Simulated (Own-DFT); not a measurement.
# Point defects and the pressure they add: L1_0 TiAl

Source: density functional calculations with Own-DFT, an unreviewed in-house program that is no longer used. Nothing was measured or relaxed, and spin and spin-orbit coupling are left out.

All runs used: PBE; PseudoDojo norm-conserving scalar-relativistic files; cutoff 42 hartree; 4 x 4 x 4 k mesh centred on Gamma; cold (Marzari-Vanderbilt) smearing of 0.2 eV.

Keep in mind: forces on such cells failed a check on a denser k mesh; stress not checked against mesh or cutoff.

All runs share one cell, with vectors in Å (5.622, 5.622, 0.000); (-5.622, 5.622, 0.000); (0.000, 0.000, 8.133) and a volume of 514.0 Å³. Atoms were moved at random from their sites; u is the rms move along one axis. The defect's site can differ from row to row.

```
cell,formula,u (Å),P (GPa)
no defect,Al16Ti16,0.0178,1.15
no defect,Al16Ti16,0.0500,1.73
no defect,Al16Ti16,0.0516,1.91
one Ti vacancy,Al16Ti15,0.0253,0.51
one Ti vacancy,Al16Ti15,0.0314,0.51
one Ti vacancy,Al16Ti15,0.0321,0.56
two Al vacancies,Al14Ti16,0.0272,-0.73
two Al vacancies,Al14Ti16,0.0283,-0.64
two Al vacancies,Al14Ti16,0.0490,-0.45
two Al vacancies,Al14Ti16,0.0523,?
```

## Working it out

P = P0 + c u² + a shift for each defect gives P0 = 1.15 GPa, c = 244 ± 40 GPa/Å² and a scatter of 0.09 GPa. The shifts, and each times the cell's volume:

- one Ti vacancy: -0.85 ± 0.08 GPa, -2.7 eV
- two Al vacancies: -2.08 ± 0.08 GPa, -6.7 eV (-3.3 eV for each of its 2 sites)

A positive shift means that the defect pushes the cell outwards. Shift times volume (160.2 GPa Å³ is 1 eV) depends little on the cell's size, so, taken for each site, it can be compared between cells at like pressure. The atoms around the defects weren't relaxed, which would change these numbers.

## Withheld run

Asked: what pressure belongs in the blank (two Al vacancies, u = 0.0523 Å)?

Estimate: -0.26 ± 0.12 GPa. The run itself gave -0.39 GPa.
